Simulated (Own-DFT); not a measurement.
# Same atoms, different arrangement: Ga48P48, 96 atoms

These are calculations, not measurements. The program, named Own-DFT, is a retired in-house plane-wave density functional code that no person has reviewed. Each row is one single-point run on a periodic cell that was not relaxed, without spin or spin-orbit coupling.

Settings of every run: PBE; PseudoDojo norm-conserving scalar-relativistic files; cutoff 42 hartree; 2 x 3 x 3 k mesh centred on Gamma; Fermi-Dirac smearing of 0.1 eV.

Known limits, some of them of some rows only: not probed for a lower state with spin; forces on such cells failed a check on a denser k mesh; forces on such cells passed a denser k mesh, each cell not checked; stress not checked against mesh or cutoff.

All cells hold the same atoms in the same cell, with vectors in Å (16.352, 0.000, 0.000); (0.000, 10.901, 0.000); (0.000, 0.000, 10.901). Every atom was moved at random from its ideal site; u is the rms move along one axis. The defect's site can differ from row to row. E is the free energy of the cell above the lowest run. The arrangements:

- A: zincblende GaP
- B: zincblende GaP, with one Ga on a P site and one P on a Ga site, 2.4 Å apart

| arrangement | u (Å) | E (eV) | P (GPa) |
|---|---|---|---|
| A | 0.0193 | 0.000 | 2.70 |
| A | 0.0194 | 0.047 | 2.71 |
| A | 0.0213 | 0.195 | 2.73 |
| A | 0.0469 | 3.028 | 3.15 |
| A | 0.0509 | 3.662 | 3.27 |
| A | 0.0519 | 4.207 | 3.40 |
| B | 0.0297 | 4.057 | 2.95 |
| B | 0.0313 | 4.325 | 2.97 |
| B | 0.0323 | 4.177 | 2.99 |
| B | 0.0477 | 6.130 | 3.27 |
| B | 0.0504 | 7.514 | 3.49 |
| B | 0.0519 | 6.717 | 3.35 |

Question: once the cost of the random moves is taken out, how do the arrangements rank?

## Worked answer

Fit E = a + b u², with one b for all and one a for each arrangement, and with residuals divided by u², since the noise grows with the moves. Then b = 1692 eV/Å², the scatter at u = 0.04 Å is 0.21 eV, and against A:

- B: 3.15 ± 0.09 eV (higher)

These are energies of unrelaxed cells. Relaxing the atoms lowers the strained arrangements most, so the gaps would shrink and small ones could change sign.
